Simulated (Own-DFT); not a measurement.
## Calculated data, AlGa7N8 (wurtzite random alloy, atoms displaced)

All values are calculated (Own-DFT development build). A calculation, not a measurement: plane-wave PBE density functional theory by an unreviewed code, no spin, of a simulated periodic cell, stress positive in tension, free energy of the whole cell less one offset for each atom, forces on such cells passed a denser k mesh, this cell's mesh not checked; offsets are fitted by least squares, one for each functional and potential file, so energies compare only between cells with the same atoms and settings and are not formation energies; the far tail of each file's local potential was reset to the Coulomb form; each entry is a single point on an unrelaxed cell, so the pressure reflects the starting lattice, mostly measured values, from which strain is counted, and rises with the displacements; printed positions are rounded, which can move forces by about a meV/angstrom; the program is a retired in-house code; no spin-orbit coupling.

AlGa7N8 (wurtzite random alloy, atoms displaced)

```
cell vectors (Å)
  12.7175     0.0000     0.0000
  -6.3588    11.0137     0.0000
   0.0000     0.0000    10.3192
atoms (fractions of the cell vectors)
Ga  0.08353  0.16368  0.00067
Ga  0.17082  0.08571  0.25398
N   0.08595  0.17068  0.18620
N   0.16299  0.08277  0.43687
Ga  0.08618  0.17170  0.50203
Ga  0.17065  0.08377  0.75154
N   0.08123  0.16413  0.68972
N   0.16586  0.08374  0.93598
Ga  0.08426  0.41588  0.99706
Al  0.17017  0.33328  0.25123
N   0.08703  0.41568  0.18828
N   0.16649  0.33098  0.43776
Ga  0.08484  0.41931  0.50640
Ga  0.16556  0.33185  0.75123
N   0.08775  0.41913  0.68858
N   0.16399  0.33612  0.93632
Ga  0.08204  0.66700  0.00141
Ga  0.16583  0.58346  0.24583
N   0.07791  0.66240  0.18875
N   0.16876  0.58189  0.44060
Al  0.07966  0.66102  0.50008
Ga  0.16506  0.58033  0.74394
N   0.08437  0.66488  0.68355
N   0.16735  0.58298  0.93650
Ga  0.08450  0.92050  0.00141
Ga  0.16155  0.82820  0.25632
N   0.08173  0.91497  0.18776
N   0.16618  0.83637  0.43749
Ga  0.08607  0.91752  0.49534
Ga  0.16515  0.83613  0.74955
N   0.08277  0.91869  0.69791
N   0.16498  0.83010  0.93935
Ga  0.33449  0.17211  0.99924
Ga  0.41354  0.08196  0.25574
N   0.33328  0.16872  0.18193
N   0.41405  0.08168  0.43746
Ga  0.33329  0.16526  0.49716
Ga  0.42149  0.08688  0.74614
N   0.33661  0.16778  0.68688
N   0.41725  0.08661  0.93459
Ga  0.33063  0.41549  0.99805
Ga  0.41505  0.33200  0.25191
N   0.33163  0.41527  0.18747
N   0.41469  0.33265  0.43975
Ga  0.32774  0.41179  0.49813
Ga  0.41888  0.33161  0.75314
N   0.33337  0.41656  0.68986
N   0.41641  0.33245  0.93703
Ga  0.33039  0.66427  0.99765
Ga  0.41684  0.58454  0.25599
N   0.33252  0.66197  0.18733
N   0.41537  0.58246  0.43698
Ga  0.33204  0.66564  0.50510
Ga  0.41874  0.58551  0.74883
N   0.33664  0.66193  0.68687
N   0.41675  0.57833  0.93789
Ga  0.32861  0.91683  0.00117
Ga  0.41831  0.83134  0.24751
N   0.33480  0.92148  0.18928
N   0.41411  0.83678  0.43232
Ga  0.32814  0.91423  0.49233
Ga  0.42001  0.83288  0.75086
N   0.33495  0.91831  0.68582
N   0.41925  0.83705  0.94068
Ga  0.58330  0.15975  0.00239
Ga  0.66530  0.08262  0.24800
N   0.58371  0.16637  0.18716
N   0.66803  0.08506  0.44014
Ga  0.57961  0.16878  0.49872
Ga  0.66792  0.08185  0.74649
N   0.58934  0.16774  0.68396
N   0.66557  0.08167  0.94117
Ga  0.58243  0.41878  0.00244
Al  0.67071  0.33535  0.25242
N   0.58378  0.41803  0.18430
N   0.66129  0.33386  0.43493
Ga  0.57881  0.41680  0.49556
Ga  0.66560  0.33214  0.75112
N   0.58455  0.41358  0.68875
N   0.66874  0.33377  0.93575
Al  0.58111  0.66017  0.99813
Ga  0.67146  0.58416  0.25375
N   0.58720  0.66755  0.18912
N   0.66572  0.58325  0.44246
Ga  0.58299  0.66656  0.50052
Al  0.66436  0.58236  0.74657
N   0.58748  0.66424  0.69014
N   0.66720  0.58347  0.93899
Ga  0.58194  0.91696  0.00210
Ga  0.66736  0.83574  0.24588
N   0.58667  0.91896  0.19199
N   0.66145  0.83172  0.43833
Ga  0.58334  0.91659  0.50436
Ga  0.66374  0.83374  0.75546
N   0.58607  0.91594  0.68551
N   0.66423  0.83491  0.93516
Ga  0.83212  0.16617  0.00215
Ga  0.91431  0.08174  0.25383
N   0.83743  0.16921  0.18795
N   0.91558  0.08320  0.43975
Ga  0.83507  0.16631  0.50574
Ga  0.91965  0.08690  0.74720
N   0.83174  0.16481  0.69283
N   0.91960  0.08180  0.93787
Al  0.82864  0.41785  0.00210
Al  0.91739  0.33364  0.24935
N   0.83631  0.41761  0.18417
N   0.91579  0.33710  0.44115
Al  0.83817  0.42313  0.49802
Ga  0.91180  0.33167  0.75012
N   0.83460  0.41318  0.69201
N   0.91587  0.33558  0.93230
Ga  0.83320  0.66172  0.00495
Ga  0.91699  0.58201  0.24977
N   0.83394  0.66630  0.19085
N   0.91680  0.58319  0.43926
Ga  0.82988  0.66131  0.49837
Ga  0.91586  0.58246  0.74829
N   0.83455  0.67008  0.69074
N   0.91917  0.58444  0.93715
Ga  0.83229  0.91869  0.00610
Ga  0.91570  0.82995  0.24922
N   0.83134  0.91485  0.18406
N   0.91778  0.83632  0.43743
Ga  0.83472  0.92123  0.49970
Ga  0.91933  0.83605  0.74801
N   0.82757  0.91678  0.69055
N   0.91507  0.83363  0.94086
```

```
functional                        : PBE
potential files                   : PseudoDojo norm-conserving, scalar-relativistic, standard set
wave cutoff                       : 42 hartree
occupations                       : Fermi-Dirac
smearing width                    : 0.05 eV
k mesh                            : 3 x 3 x 3 centred on Gamma
free energy of cell above offsets : 17.511 eV
pressure                          : 6.33 GPa
stress xx                         : -5.79 GPa
stress yy                         : -5.4 GPa
stress zz                         : -7.79 GPa
stress yz                         : -0.06 GPa
stress xz                         : -0.16 GPa
stress xy                         : 0.33 GPa
```

Force:
```tsv
element	x (eV/Å)	y (eV/Å)	z (eV/Å)
Ga	-0.55	0.783	-0.152
Ga	-0.858	-0.338	-1.371
N	0.055	-0.134	1.185
N	0.658	0.424	0.745
Ga	-0.246	-1.163	0.017
Ga	-0.383	0.414	-0.347
N	0.865	0.62	-0.386
N	0.664	0.342	0.478
Ga	-1.088	0.166	0.446
Al	-0.671	0.016	-0.528
N	-0.665	-0.74	0.638
N	-0.84	0.559	-0.949
Ga	-0.026	-0.696	-1.242
Ga	0.387	0.185	-0.187
N	-0.715	-1.283	0.275
N	1.128	-1.104	0.191
Ga	0.491	-0.35	-0.545
Ga	0.47	-0.569	0.618
N	0.765	0.746	0.231
N	-1.463	0.802	-0.321
Al	0.571	0.875	-0.158
Ga	0.275	0.975	1.089
N	-0.457	0.45	-0.391
N	-0.526	0.172	-0.194
Ga	-0.19	-0.897	-0.38
Ga	0.366	0.778	-1.769
N	0.337	0.388	0.599
N	-0.112	-2.265	0.773
Ga	-1.25	0.057	1.253
Ga	1.092	-0.617	0.1
N	0.523	0.129	-1.998
N	-0.392	0.561	-0.155
Ga	0.411	-1.112	-0.553
Ga	0.384	0.779	-1.628
N	0.372	-0.316	1.473
N	-0.107	0.258	0.484
Ga	-0.548	0.136	0.599
Ga	0.174	-0.568	0.31
N	-0.359	-0.184	-0.298
N	0.056	-0.395	0.392
Ga	0.074	-0.289	0.231
Ga	0.178	0.525	-0.699
N	-0.207	-0.019	0.587
N	-0.18	-0.295	-0.418
Ga	0.578	1.014	0.881
Ga	-0.505	0.541	-0.824
N	0.267	-0.332	-0.322
N	-0.242	0.708	0.375
Ga	0.787	0.325	0.015
Ga	0.717	-0.374	-1.437
N	-0.387	0.87	-0.157
N	0.068	-0.194	1.177
Ga	0.399	0.717	-1.372
Ga	0.993	-1.081	0.345
N	-1.206	1.183	0.675
N	0.185	1.308	0.197
Ga	0.597	0.561	-0.296
Ga	-0.548	0.192	-0.248
N	-0.166	-1.43	0.135
N	0.774	-0.832	1.023
Ga	1.006	0.321	1.317
Ga	-0.806	0.14	-0.143
N	-0.019	-0.43	-0.105
N	-0.633	-0.787	-0.21
Ga	-1.214	1.234	-0.531
Ga	0.406	0.669	0.857
N	-0.329	1.001	1.076
N	-0.247	0.013	-0.119
Ga	1.164	-0.254	-0.281
Ga	-0.448	-0.136	0.815
N	-0.662	-0.129	0.43
N	0.588	-0.075	-0.859
Ga	0.526	-0.538	-0.984
Al	-0.667	-0.447	-1.08
N	0.948	-0.583	1.84
N	1.581	0.884	-0.202
Ga	0.537	-0.172	1.028
Ga	0.527	0.021	-0.184
N	-0.517	1.354	-0.252
N	-0.055	-0.006	1.24
Al	-0.134	1.082	0.368
Ga	-1.182	-0.278	-0.455
N	-0.433	-0.336	-0.9
N	0.008	-0.123	-0.576
Ga	-0.328	0.275	0.139
Al	1.142	-0.239	0.731
N	-0.577	0.188	-0.046
N	-0.493	0.247	-0.931
Ga	0.474	-0.198	0.069
Ga	0.229	-0.81	0.855
N	-0.582	-0.358	-0.784
N	0.856	0.305	-0.269
Ga	-0.543	0.195	-1.545
Ga	0.943	-0.413	-1.011
N	-0.815	-0.038	0.909
N	0.254	-1.338	1.918
Ga	0.754	0.389	-0.833
Ga	0.684	0.325	-0.841
N	-0.615	0.471	0.726
N	0.373	0.742	0.068
Ga	-0.873	0.448	-0.708
Ga	-0.358	-1.253	1.002
N	0.472	0.499	-0.507
N	-0.904	0.45	0.045
Al	1.136	-0.17	-1.239
Al	0.603	0.161	0.08
N	-0.397	-1.011	0.695
N	-0.04	0.012	-0.849
Al	-0.691	-1.647	0.78
Ga	1.327	0.009	-0.05
N	-1.237	1.135	-2.152
N	-0.651	0.076	1.888
Ga	-0.444	1.129	-1.185
Ga	-0.466	-0.259	0.094
N	0.459	-0.431	0.198
N	0.701	-0.163	0.157
Ga	0.019	1.55	0.845
Ga	0.037	0.127	0.203
N	-0.505	-1.212	-0.405
N	-0.393	-1.19	0.552
Ga	0.222	-0.516	-2.215
Ga	-0.319	0.975	0.008
N	0.418	0.418	1.943
N	-0.015	-0.744	0.266
Ga	-0.38	-1.35	0.55
Ga	-1.422	-0.149	0.941
N	1.004	0.266	-0.472
N	0.218	-0.311	0.08
```
